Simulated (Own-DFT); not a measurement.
# Misfit strain and the stress it brings: wurtzite AlGaN with randomly placed atoms, 72 atoms (Al9Ga27N36)

Calculated, not measured: single-point runs of Own-DFT, a retired in-house plane-wave DFT program that no person has reviewed, on unrelaxed cells, without spin or spin-orbit coupling.

Common settings: PBE; PseudoDojo norm-conserving scalar-relativistic files; cutoff 42 hartree; 4 x 4 x 3 k mesh centred on Gamma; Fermi-Dirac smearing of 0.1 eV.

Limits: forces on such cells passed a denser k mesh, each cell not checked; stress not checked against mesh or cutoff.

Unstrained cell vectors in Å: (9.509, 0.000, 0.000); (-4.755, 8.235, 0.000); (0.000, 0.000, 10.268). The unstrained cell has measured lattice constants (interpolated for alloys), not those of this functional. That, the random moves and any unrelaxed bonds set the pressure at no strain. Each run strains x and y alike by e, as a substrate would, and holds the height along z. Each atom got a random Gaussian move of width 0.05 Å along each axis. The random placing of the alloy's atoms differs from row to row. Stress is positive in tension.

```
e (%)  u (Å)  (s_xx + s_yy)/2 (GPa)  s_zz (GPa)
-2.25  0.050                 -21.45      -11.46
-1.25  0.049                 -14.67       -9.80
-1.00  0.048                 -12.18      -10.38
 0.50  0.052                  -5.01       -7.34
 1.00  0.052                  -2.20       -7.70
 1.75  0.056                   0.95       -5.81
 2.00  0.049                   2.83       -5.41
 2.25  0.051                   3.47       -3.63
 2.50  0.051                      ?           ?
 3.00  0.046                   7.22       -3.22
```

## Worked fit

With e as a fraction, the in-plane stress is -7.4 + 549 e - 2472 e² GPa (errors 12 and 763, scatter 0.53), and s_zz is -8.3 + 159 e GPa (slope ± 13, scatter 0.66). At e = 0 the first slope is C11 + C12 and the second 2 C13, both with the ions held to the strained lattice and at the cell's own pressure. The term in e² is negative: the layer stiffens under compression and softens under tension. A free layer would change its height as e changes, and the in-plane slope would drop by 2 C13²/C33 to the biaxial modulus. At fixed height, a misfit of 1 % moves the in-plane stress by about 5.5 GPa and s_zz by 1.6 GPa.

## Check

Asked: what are the two stresses at e = 2.50 %?

The fitted form gives 4.8 and -4.3 GPa. Computed: 4.85 and -5.75 GPa.
